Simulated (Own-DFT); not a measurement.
GaP (zincblende, atoms displaced) (calculated)

A calculation, not a measurement: plane-wave PBE density functional theory by an unreviewed code, no spin, of a simulated periodic cell, stress positive in tension, free energy of the whole cell less one offset for each atom, forces on such cells passed a denser k mesh, this cell's mesh not checked; offsets are fitted by least squares, one for each functional and potential file, so energies compare only between cells with the same atoms and settings and are not formation energies; the far tail of each file's local potential was reset to the Coulomb form; each entry is a single point on an unrelaxed cell, so the pressure reflects the starting lattice, mostly measured values (interpolated for alloys), from which strain is counted, and rises with the displacements; printed positions are rounded, which can move forces by about a meV/angstrom; the program, named Own-DFT, is a retired in-house code; no spin-orbit coupling. Program: Own-DFT development build.

```xyz
64
Lattice="10.9010 0.0000 0.0000 0.0000 10.9010 0.0000 0.0000 0.0000 10.9010" Properties=species:S:1:pos:R:3:force_x:R:1:force_y:R:1:force_z:R:1 formula=GaP functional=PBE potential_files=PseudoDojo_norm-conserving,scalar-relativistic,standard_set wave_cutoff=42 occupations=Fermi-Dirac smearing_width=0.1 hardware=one_NVIDIA_H100 k_mesh=3_x_3_x_3_centred_on_Gamma free_energy_of_cell_above_offsets=-25.097 pressure=5.16 stress_xx=-5.08 stress_yy=-5.01 stress_zz=-5.4 stress_yz=0.83 stress_xz=-0.73 stress_xy=-0.29 wall_time=573.6
Ga     0.0169     0.0145     0.0537     -0.562      -0.21      -0.01
Ga     0.0524     2.7793     2.7671      0.049     -2.174     -0.708
Ga     2.7903    10.8636     2.7886      0.431      0.986     -2.172
Ga     2.5903     2.6952    10.7033       0.75      0.006      1.947
P      1.3585     1.4050     1.3515      0.321     -0.281      0.276
P      1.3458     3.9606     3.9895      0.916      1.547      2.541
P      4.1051     1.2966     4.0326       0.94      0.469      0.774
P      3.9880     4.1359     1.5474      1.549     -2.465     -4.056
Ga    10.8412    10.7440     5.5398      1.063      1.781     -1.546
Ga    10.8305     2.5038     8.2862      1.907      3.107      -2.59
Ga     2.8029     0.0664     8.1375     -0.656     -0.946      0.725
Ga     2.6302     2.5667     5.4169      0.389      0.459      0.189
P      1.2466     1.2772     6.8658      0.885      0.018     -0.381
P      1.3925     4.0355     9.3955     -2.286     -0.254       1.19
P      4.0866     1.3499     9.6279      0.783      0.242     -0.774
P      4.0206     4.1535     6.7533      0.215      -1.43      0.194
Ga    10.7484     5.3259    10.8561      1.215      1.559     -0.551
Ga    10.8347     8.2506     2.8320      0.568      0.103     -0.829
Ga     2.8825     5.2464     2.8963     -4.085      1.188     -0.378
Ga     2.6986     8.2939    10.8358      1.865      -3.67      1.379
P      1.2090     6.9113     1.3297      1.111     -1.046      0.228
P      1.3688     9.7631     3.9989     -1.071     -2.523      1.542
P      3.9584     6.6300     4.0461      2.251      3.243      2.259
P      4.0677     9.5124     1.2711     -0.088      1.756      0.065
Ga    10.7994     5.3447     5.4581      0.479      0.105     -1.025
Ga    10.9007     8.1264     8.1537      0.896      0.064      0.769
Ga     2.5713     5.3331     8.1246      2.211      1.521     -0.221
Ga     2.6753     8.1788     5.3945     -0.457     -0.461      0.136
P      1.2240     6.6227     6.8530      0.458      1.675      -0.91
P      1.3582     9.4216     9.7399     -1.847      2.676     -3.723
P      4.2529     6.7681     9.4095     -2.057     -0.745      1.359
P      4.0934     9.5126     6.7907      0.086     -0.117     -0.167
Ga     5.5710     0.0794     0.0619     -0.914     -1.384     -1.163
Ga     5.4548     2.7510     2.6466     -0.228     -0.759      0.352
Ga     7.9811     0.1221     2.5194      4.599     -3.631      4.416
Ga     8.0459     2.7372     0.0801      2.616      0.618     -0.507
P      6.9411     1.3042     1.3230     -4.053       3.64     -1.703
P      6.7932     3.9455     4.0486      0.957      1.006      0.985
P      9.6996     1.4343     4.1267     -0.707     -1.855     -0.853
P      9.7120     4.0586     1.5063     -3.059       0.49     -1.505
Ga     5.5632    10.8607     5.4519     -1.744     -0.693     -1.083
Ga     5.4758     2.8373     8.2363     -1.694     -2.131     -1.895
Ga     8.3101    10.8703     8.1246     -1.068      0.502        1.5
Ga     8.3976     2.6011     5.4947     -2.556     -0.136     -0.179
P      6.7857     1.0794     6.8352      1.127      3.342      1.009
P      6.7666     3.9182     9.5602      1.099      2.994      1.091
P      9.5593     1.4477     9.5088     -2.562     -2.404       2.93
P      9.4553     4.0768     6.7819      0.712     -0.366      1.573
Ga     5.4372     5.4095     0.1835       -0.6      -0.21     -1.412
Ga     5.1937     8.3082     2.7269      1.658     -1.441        1.3
Ga     8.0888     5.4725     2.6126      0.245      0.098      0.911
Ga     8.1328     8.1857     0.0411     -0.316     -0.135     -0.006
P      6.6729     6.9084     1.3320      0.729      0.026      0.955
P      6.9733     9.6248     4.1276     -1.537      -0.55     -1.148
P      9.5647     6.8638     4.1218     -1.083     -0.531      0.285
P      9.4391     9.5126     1.3704      0.374      0.986      0.363
Ga     5.5025     5.4830     5.5642      0.317     -0.019      -0.94
Ga     5.4807     8.2578     8.2613     -0.197     -0.397     -1.155
Ga     8.1658     5.4953     8.1280      0.973      -1.28      1.781
Ga     8.1267     8.2294     5.5286      1.407     -0.415      -0.02
P      6.9431     6.8385     6.9562     -2.242      1.099     -1.627
P      6.8647     9.4852     9.5156      0.413      1.668      0.624
P      9.4630     6.9728     9.5230      0.076     -2.115      0.206
P      9.6543     9.6028     6.9355     -0.973     -2.201     -0.621
```

Units: wave_cutoff in hartree; smearing_width, free_energy_of_cell_above_offsets in eV; pressure, stress_xx, stress_yy, stress_zz, stress_yz, stress_xz, stress_xy in GPa; wall_time in s; force_x, force_y, force_z in eV/Å.
